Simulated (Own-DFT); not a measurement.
# What a defect does to the pressure of its cell: C11b WSi2

Everything here is calculated. The program is Own-DFT (plane waves, in-house, since retired, never reviewed by a person); positions were held fixed, and spin and spin-orbit coupling were off.

Common settings: PBE; PseudoDojo norm-conserving scalar-relativistic files; cutoff 50 hartree; 5 x 5 x 5 k mesh centred on Gamma; cold (Marzari-Vanderbilt) smearing of 0.2 eV.

Caveats: forces on such cells failed a check on a denser k mesh; stress not checked against mesh or cutoff.

All runs share one cell, with vectors in Å (-2.148, -5.953, 3.409); (-6.444, 2.976, 1.136); (-2.553, -2.948, -6.757) and a volume of 403.2 Å³. Atoms were moved at random from their sites; u is the rms move along one axis. The defect's site can differ from row to row.

```
cell,formula,u (Å),P (GPa)
no defect,Si20W10,0.0202,4.54
no defect,Si20W10,0.0210,4.46
no defect,Si20W10,0.0503,6.03
one Si on a W site,Si21W9,0.0262,6.03
one Si on a W site,Si21W9,0.0472,6.89
one Si on a W site,Si21W9,0.0499,7.00
one Si vacancy,Si19W10,0.0299,2.97
one Si vacancy,Si19W10,0.0491,4.96
one Si vacancy,Si19W10,0.0521,4.42
one W on a Si site,Si19W11,0.0305,9.69
one W on a Si site,Si19W11,0.0321,10.30
one W on a Si site,Si19W11,0.0548,12.20
one W on a Si site,Si19W11,0.0553,?
```

## Working it out

P = P0 + c u² + a shift for each defect gives P0 = 4.06 GPa, c = 845 ± 116 GPa/Å² and a scatter of 0.36 GPa. The shifts, and each times the cell's volume:

- one W on a Si site: 5.27 ± 0.30 GPa, 13.3 eV
- one Si on a W site: 1.06 ± 0.30 GPa, 2.7 eV
- one Si vacancy: -1.64 ± 0.31 GPa, -4.1 eV

Positive is outwards. The product with the volume (160.2 GPa Å³ to the eV) is nearly free of the cell's size; divided by the bulk modulus at the cell's pressure it gives the volume that the defect adds. The atoms around the defects weren't relaxed, which would change these numbers.

## Check

Asked: what pressure belongs in the blank (one W on a Si site, u = 0.0553 Å)?

From the fit: 11.92 ± 0.44 GPa. The run itself gave 11.58 GPa.
